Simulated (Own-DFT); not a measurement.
# How strain changes the stress of 4H SiC, 72 atoms (C36Si36)

Calculated results; nothing here was measured. The program, named Own-DFT, is a retired in-house plane-wave density functional code that no person has reviewed. Each row is one single-point run on a periodic cell that was not relaxed, without spin or spin-orbit coupling.

Settings of every run: PBE; PseudoDojo norm-conserving scalar-relativistic files; cutoff 42 hartree; 4 x 4 x 3 k mesh centred on Gamma; Fermi-Dirac smearing of 0.1 eV.

Known limits: forces on such cells passed a denser k mesh, each cell not checked; stress not checked against mesh or cutoff.

Unstrained cell vectors in Å: (9.248, 0.000, 0.000); (-4.624, 8.009, 0.000); (0.000, 0.000, 10.068). The unstrained cell has measured lattice constants (interpolated for alloys), not those of this functional. That, the random moves and any unrelaxed bonds set the pressure at no strain. Each run strains this cell uniformly, with the atoms carried along. Every atom was also moved at random, by a Gaussian of width 0.05 Å on each axis. Strain is the symmetric tensor, in per cent. Stress is positive in tension, and the pressure is minus a third of its trace.

```
run,e_xx (%),e_yy (%),e_zz (%),e_yz (%),e_xz (%),e_xy (%),s_xx (GPa),s_yy (GPa),s_zz (GPa),s_yz (GPa),s_xz (GPa),s_xy (GPa),P (GPa),E (meV/atom)
1,-0.47,-1.60,0.73,0.93,-1.05,-2.00,-9.85,-15.80,-2.89,2.35,-3.15,-11.32,9.51,60.6
2,1.03,-0.38,-0.58,0.76,1.17,-1.94,0.60,-5.50,-11.58,2.71,3.31,-9.53,5.49,21.0
3,0.66,0.18,-0.55,-1.42,-0.50,-1.07,-3.78,-2.10,-9.11,-4.50,-0.76,-4.88,4.99,21.4
4,0.67,-1.75,1.97,-1.82,-1.62,-0.54,-1.18,-14.07,4.76,-5.18,-5.05,-2.67,3.50,17.0
5,1.97,-1.32,0.06,1.56,1.17,0.09,4.79,-10.26,-6.55,5.09,4.15,0.38,4.00,15.5
6,1.29,1.72,-1.69,-1.24,-1.52,0.79,2.81,5.96,-19.32,-3.82,-4.25,3.32,3.52,49.2
7,1.40,0.32,-0.85,-0.76,-0.99,-1.02,2.48,-2.17,-11.53,-3.35,-2.78,-5.51,3.74,18.2
8,1.34,1.33,1.64,-0.42,0.15,-0.86,4.40,3.28,2.96,-1.90,0.17,-4.36,-3.55,13.9
9,-0.13,1.03,-0.81,-1.86,-1.61,0.70,-6.94,-0.41,-8.49,-5.86,-5.87,4.11,5.28,20.0
10,-0.24,-0.13,1.48,-0.94,0.40,1.16,-6.91,-4.78,3.28,-3.66,1.61,6.40,2.80,0.0
11,0.81,1.99,-1.45,-0.99,-0.62,-0.35,0.75,5.31,-13.58,-2.94,-1.83,-1.77,2.51,9.7
12,-1.36,-0.83,1.42,-0.88,-0.69,1.61,-13.71,-11.36,3.19,-4.02,-1.56,6.93,7.29,20.1
13,0.92,1.43,-0.21,0.35,-0.42,0.93,3.29,0.16,-8.01,0.98,-1.03,4.34,1.52,32.5
14,1.14,1.39,1.11,-0.77,-1.69,-0.05,2.75,4.47,0.90,-2.16,-5.40,-0.50,-2.71,1.2
15,-0.57,-1.53,-0.26,1.82,-0.16,0.12,-10.09,-12.95,-10.05,6.24,0.50,0.40,11.03,40.6
16,-1.82,1.25,0.01,0.50,-1.40,-0.48,-14.13,-0.07,-6.13,0.93,-4.71,-1.65,6.78,21.3
17,-0.98,0.54,1.62,-0.83,1.46,-0.53,?,?,?,?,?,?,?,?
```

E is the free energy for each atom above the lowest run shown.

## Worked fit

Each stress component was fitted by least squares to a constant and the strains of the runs shown, as fractions, with shears doubled. Shear strains stay in the fit of a normal stress only where such slopes are resolved. The slopes, in GPa:

```
stress  at no strain  per e_xx  per e_yy  per e_zz  scatter
  s_xx          -5.5  590 ± 27  101 ± 23   59 ± 27     1.06
  s_yy          -5.2  103 ± 33  525 ± 29    2 ± 34     1.33
  s_zz          -6.5  -36 ± 35   45 ± 31  627 ± 35     1.39
```

Each shear stress against twice its own strain: yz 161 ± 9, xz 156 ± 9, xy 246 ± 9 GPa. These are stiffnesses along x, y and z of the frame in which the cell vectors are given, which need not be the crystal's axes. The atoms are held to the strained lattice; where symmetry lets them move under strain, relaxing them would lower some slopes. The table should be nearly symmetric about its diagonal, and what it lacks of that shows the noise. A ninth of its sum, 224 ± 6 GPa, estimates the bulk modulus near the mean pressure of these runs, 4.1 GPa, so it lies above the value at zero pressure.

## Withheld run

Question: what normal stresses and pressure should run 17 give?

The fit gives s_xx = -9.8, s_yy = -3.3, s_zz = 4.3 and P = 2.9 GPa. The calculation gave -10.60, -2.08, 3.52 and P = 3.05 GPa.
